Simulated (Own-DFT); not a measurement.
# What a defect does to the pressure of its cell: grey tin

Everything here is calculated. The program is Own-DFT (plane waves, in-house, since retired, never reviewed by a person); positions were held fixed, and spin and spin-orbit coupling were off.

Method: PBE; PseudoDojo norm-conserving scalar-relativistic files; cutoff 42 hartree; 3 x 3 x 3 k mesh centred on Gamma; cold (Marzari-Vanderbilt) smearing of 0.2 eV.

Keep in mind (not all hold for every row): not probed for a lower state with spin; forces on such cells moved up to 12 meV/angstrom on a denser k mesh; stress not checked against mesh or cutoff.

All runs share one cell, with vectors in Å (12.978, 0.000, 0.000); (0.000, 12.978, 0.000); (0.000, 0.000, 12.978) and a volume of 2185.9 Å³. u is the rms random offset of the atoms per axis. The defect's site can differ from row to row.

```
cell,formula,u (Å),P (GPa)
no defect,Sn64,0.0192,3.37
no defect,Sn64,0.0201,3.39
no defect,Sn64,0.0501,3.60
two Sn vacancies,Sn62,0.0288,3.12
two Sn vacancies,Sn62,0.0306,3.06
two Sn vacancies,Sn62,0.0500,?
two Sn vacancies,Sn62,0.0515,3.46
one Sn vacancy,Sn63,0.0281,3.26
one Sn vacancy,Sn63,0.0477,3.41
one Sn vacancy,Sn63,0.0484,3.40
```

## Analysis

P = P0 + c u² + a shift for each defect gives P0 = 3.31 GPa, c = 134 ± 24 GPa/Å² and a scatter of 0.06 GPa. The shifts, and each times the cell's volume:

- one Sn vacancy: -0.19 ± 0.05 GPa, -2.6 eV
- two Sn vacancies: -0.29 ± 0.05 GPa, -3.9 eV (-2.0 eV for each of its 2 sites)

Against the defect-free cell, a freed cell would be larger where the shift is positive and smaller where it is negative (160.2 GPa Å³ is 1 eV). The atoms around the defects weren't relaxed, which would change these numbers.

## The run left out

Q: what pressure belongs in the blank (two Sn vacancies, u = 0.0500 Å)?

From the fit: 3.35 ± 0.08 GPa. The calculation gave 3.28 GPa.
